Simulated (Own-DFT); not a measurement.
# Slab less bulk: wurtzite GaN, m plane (10-10)

No measurement is shown. These are fixed-geometry runs of a retired plane-wave code named Own-DFT, which no person has reviewed; spin and spin-orbit coupling are neglected.

Caveats (not all hold for every row): k mesh not checked against a denser one; forces on such cells passed a denser k mesh, each cell not checked.

Both sets of runs: PBE; PseudoDojo norm-conserving scalar-relativistic files (stringent for Ga); cutoff 96 hartree; Gaussian smearing of 0.01 eV. The slab has 64 atoms in 16 layers, two equal faces of 33.07 Å² as cut, 15 Å of vacuum, a dipole correction along the normal and a 6 x 6 x 1 mesh. The bulk cell has 96 atoms, the same measured lattice constants and a 3 x 4 x 3 mesh. In the slab only the 16 atoms nearest the faces were moved at random; u is their rms move along one axis. Energies are counted from -3520.29 eV for each atom.

| slab run | u (Å) | E (eV, cell) |
|---|---|---|
| 1 | 0.0390 | 7.635 |
| 2 | 0.0398 | 8.092 |
| 3 | 0.0486 | 9.188 |
| 4 | 0.0503 | 8.445 |
| 5 | 0.0544 | 9.268 |
| 6 | 0.0545 | 8.999 |
| 7 | 0.0552 | 9.366 |
| 8 | 0.0917 | 10.821 |
| 9 | 0.1020 | 12.242 |
| 10 | 0.1053 | 12.511 |
| 11 | 0.1114 | 12.223 |
| 12 | 0.1140 | 12.980 |

| bulk run | u (Å) | E (meV/atom) |
|---|---|---|
| 1 | 0.0188 | 0.21 |
| 2 | 0.0189 | 0.12 |
| 3 | 0.0195 | 0.98 |
| 4 | 0.0216 | 3.00 |
| 5 | 0.0482 | 51.07 |
| 6 | 0.0482 | 55.81 |
| 7 | 0.0498 | 55.26 |
| 8 | 0.0498 | 60.21 |
| 9 | 0.0503 | 65.13 |
| 10 | 0.0508 | 69.93 |

The question: what is the energy of the unrelaxed surface?

## Worked answer

Take each set to u = 0 with E = a + b u². Residuals are scaled by 1/(u² + 0.0006 Å²) to tame the large moves. Slab: a = 7.41 ± 0.22 eV. Bulk: a = -10.0 ± 0.7 meV/atom. The excess is 7.41 - 64 x (-0.0100) = 8.05 ± 0.23 eV. Over two faces that is 122 meV/Å², or 1.95 ± 0.06 J/m². Relaxing the faces would lower the energy, and the unlike meshes and the reach from the smallest u down to zero add errors that aren't counted here.
